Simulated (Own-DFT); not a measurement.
# Response to strain: diamond silicon, 64 atoms (Si64)

All numbers below are calculated, not measured. The program, named Own-DFT, is a retired in-house plane-wave density functional code that no person has reviewed. Each row is one single-point run on a periodic cell that was not relaxed, without spin or spin-orbit coupling.

Settings of every run: PBE; PseudoDojo norm-conserving scalar-relativistic files; cutoff 20 hartree; 3 x 3 x 3 k mesh centred on Gamma; Fermi-Dirac smearing of 0.1 eV.

Known limits: k mesh not checked against a denser one; stress not checked against mesh or cutoff.

Unstrained cell vectors in Å: (10.862, 0.000, 0.000); (0.000, 10.862, 0.000); (0.000, 0.000, 10.862). The unstrained cell has measured lattice constants (interpolated for alloys), not those of this functional. That, the random moves and any unrelaxed bonds set the pressure at no strain. Each run strains this cell uniformly, with the atoms carried along. Every atom was also moved at random, by a Gaussian of width 0.05 Å on each axis. Strain is the symmetric tensor, in per cent. Stress is positive in tension, and the pressure is minus a third of its trace.

| run | e_xx (%) | e_yy (%) | e_zz (%) | e_yz (%) | e_xz (%) | e_xy (%) | s_xx (GPa) | s_yy (GPa) | s_zz (GPa) | s_yz (GPa) | s_xz (GPa) | s_xy (GPa) | P (GPa) | E (meV/atom) |
|---|---|---|---|---|---|---|---|---|---|---|---|---|---|---|
| 1 | -1.16 | -1.84 | -1.59 | -1.86 | 0.90 | -1.81 | -7.63 | -8.34 | -7.96 | -5.03 | 2.44 | -3.79 | 7.98 | 49.7 |
| 2 | -1.13 | 0.08 | -1.97 | -0.49 | 0.95 | 0.89 | -5.87 | -4.76 | -6.61 | -1.30 | 1.55 | 2.23 | 5.74 | 17.8 |
| 3 | 0.44 | -1.20 | 0.59 | -0.53 | 0.66 | 0.33 | -2.37 | -3.76 | -2.18 | -0.47 | 2.12 | 0.61 | 2.77 | 2.5 |
| 4 | 0.27 | -0.15 | 0.45 | -1.75 | 0.00 | -1.18 | -2.10 | -2.54 | -2.03 | -3.74 | -0.54 | -2.33 | 2.22 | 7.2 |
| 5 | -0.49 | -0.97 | -0.22 | 1.08 | -1.09 | -1.31 | -4.51 | -4.98 | -4.42 | 2.41 | -1.10 | -2.94 | 4.64 | 31.5 |
| 6 | -0.51 | 0.39 | -0.06 | 0.17 | -0.18 | 1.74 | -3.46 | -2.46 | -2.90 | -0.63 | -0.52 | 4.09 | 2.94 | 10.4 |
| 7 | -1.08 | 1.31 | -0.18 | 0.16 | -0.71 | 0.43 | -3.64 | -1.40 | -2.69 | 0.13 | -1.39 | 0.60 | 2.57 | 3.5 |
| 8 | 0.92 | 0.25 | 0.76 | 0.50 | -1.98 | -0.69 | -0.49 | -1.11 | -0.82 | -0.06 | -3.37 | -1.46 | 0.81 | 0.5 |
| 9 | 0.25 | -0.55 | -0.54 | 1.47 | 0.14 | 1.05 | -2.95 | -3.75 | -3.50 | 2.19 | 0.43 | 1.83 | 3.40 | 8.5 |
| 10 | -0.80 | 1.99 | 1.96 | -1.73 | -1.34 | -1.78 | -1.73 | 0.60 | 0.79 | -4.13 | -2.90 | -4.53 | 0.11 | 15.6 |
| 11 | 1.50 | -0.95 | 0.51 | -0.27 | 1.48 | 1.00 | -0.55 | -2.74 | -1.44 | -0.77 | 2.86 | 2.33 | 1.58 | 0.0 |
| 12 | -1.11 | 1.95 | -1.82 | 0.34 | -0.26 | 0.71 | -4.33 | -1.40 | -4.99 | 0.32 | -1.15 | 0.68 | 3.57 | 10.3 |
| 13 | -1.07 | 0.67 | 1.37 | 0.88 | 1.04 | 1.62 | -3.15 | -1.61 | -1.00 | 1.52 | 1.85 | 3.56 | 1.92 | 15.8 |
| 14 | 0.61 | 1.25 | -0.19 | 0.64 | 0.08 | 1.39 | -1.10 | -0.22 | -1.66 | 0.93 | 0.02 | 2.68 | 0.99 | 1.8 |
| 15 | -0.23 | -0.86 | 0.28 | 1.16 | -1.78 | -1.98 | -3.83 | -4.29 | -3.32 | 1.84 | -3.83 | -5.07 | 3.81 | 20.8 |
| 16 | 0.43 | 0.89 | 1.29 | 1.52 | -0.17 | 1.40 | -0.98 | -0.60 | -0.10 | 3.44 | -0.56 | 2.86 | 0.56 | 13.7 |
| 17 | -1.65 | -1.80 | 0.82 | -0.73 | -0.83 | 1.19 | -6.13 | -6.11 | -3.83 | -0.76 | -1.97 | 2.20 | 5.36 | 22.8 |
| 18 | 0.13 | -1.68 | -0.91 | 1.62 | 1.48 | -0.70 | ? | ? | ? | ? | ? | ? | ? | ? |

E is the free energy for each atom above the lowest run shown.

## Worked fit

Each stress component was fitted by least squares to a constant and the strains of the runs shown, as fractions, with shears doubled. Shear strains stay in the fit of a normal stress only where such slopes are resolved. The slopes, in GPa:

```
stress  at no strain  per e_xx  per e_yy  per e_zz  scatter
  s_xx          -2.8   170 ± 7    71 ± 5    64 ± 6     0.23
  s_yy          -2.8    80 ± 9   163 ± 6    61 ± 7     0.31
  s_zz          -2.8    79 ± 7    72 ± 5   153 ± 6     0.24
```

Each shear stress against twice its own strain: yz 103 ± 9, xz 101 ± 9, xy 112 ± 5 GPa. These are stiffnesses along x, y and z of the frame in which the cell vectors are given, which need not be the crystal's axes. The atoms are held to the strained lattice; where symmetry lets them move under strain, relaxing them would lower some slopes. The table should be nearly symmetric about its diagonal, and what it lacks of that shows the noise. A ninth of its sum, 102 ± 3 GPa, estimates the bulk modulus near the mean pressure of these runs, 3.0 GPa, so it lies above the value at zero pressure.

## Withheld run

Question: what normal stresses and pressure should run 18 give?

The fit gives s_xx = -4.4, s_yy = -6.0, s_zz = -5.3 and P = 5.2 GPa. The calculation gave -4.94, -6.29, -5.72 and P = 5.65 GPa.
